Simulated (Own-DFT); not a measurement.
# Which defects push the lattice out? 4H SiC

No measurement is shown. These are fixed-geometry runs of a retired plane-wave code named Own-DFT, which no person has reviewed; spin and spin-orbit coupling are neglected.

All runs used: PBE; PseudoDojo norm-conserving scalar-relativistic files; cutoff 42 hartree; 4 x 4 x 3 k mesh centred on Gamma; Fermi-Dirac smearing of 0.1 eV.

Caveats (not all hold for every row): some atoms lie very close together; not probed for a lower state with spin; forces on such cells failed a check on a denser k mesh; forces on such cells passed a denser k mesh, each cell not checked; stress not checked against mesh or cutoff.

All runs share one cell, with vectors in Å (9.248, 0.000, 0.000); (-4.624, 8.009, 0.000); (0.000, 0.000, 10.068) and a volume of 745.7 Å³. The atoms are randomly displaced, by u rms on each axis. The defect's site can differ from row to row.

| cell | formula | u (Å) | P (GPa) |
|---|---|---|---|
| no defect | C36Si36 | 0.0256 | 3.48 |
| no defect | C36Si36 | 0.0569 | 5.57 |
| no defect | C36Si36 | 0.0613 | 6.30 |
| one C on a Si site and one Si on a C site | C36Si36 | 0.0283 | 7.13 |
| one C on a Si site and one Si on a C site | C36Si36 | 0.0286 | ? |
| one C on a Si site and one Si on a C site | C36Si36 | 0.0491 | 8.45 |
| one C on a Si site and one Si on a C site | C36Si36 | 0.0520 | 8.57 |
| one C vacancy | C35Si36 | 0.0286 | 3.27 |
| one C vacancy | C35Si36 | 0.0313 | 3.53 |
| one C vacancy | C35Si36 | 0.0532 | 5.03 |
| two N on a C site each | C34N2Si36 | 0.0301 | 2.65 |
| two N on a C site each | C34N2Si36 | 0.0307 | 2.82 |
| two N on a C site each | C34N2Si36 | 0.0476 | 4.00 |
| two Al on a Si site each | Al2C36Si34 | 0.0312 | 5.75 |
| two Al on a Si site each | Al2C36Si34 | 0.0471 | 6.79 |
| two Al on a Si site each | Al2C36Si34 | 0.0519 | 7.40 |

## Fit

P = P0 + c u² + a shift for each defect gives P0 = 2.90 GPa, c = 868 ± 30 GPa/Å² and a scatter of 0.11 GPa. The shifts, and each times the cell's volume:

- one C on a Si site and one Si on a C site: 3.44 ± 0.09 GPa, 16.0 eV
- two Al on a Si site each: 2.04 ± 0.09 GPa, 9.5 eV (4.8 eV for each of its 2 sites)
- one C vacancy: -0.30 ± 0.09 GPa, -1.4 eV
- two N on a C site each: -0.93 ± 0.10 GPa, -4.3 eV (-2.2 eV for each of its 2 sites)

Positive is outwards. The product with the volume (160.2 GPa Å³ to the eV) is nearly free of the cell's size; divided by the bulk modulus at the cell's pressure it gives the volume that the defect adds. The atoms around the defects weren't relaxed, which would change these numbers.

## The run left out

Q: what pressure belongs in the blank (one C on a Si site and one Si on a C site, u = 0.0286 Å)?

The fitted form gives 7.05 ± 0.13 GPa. The run itself gave 7.42 GPa.
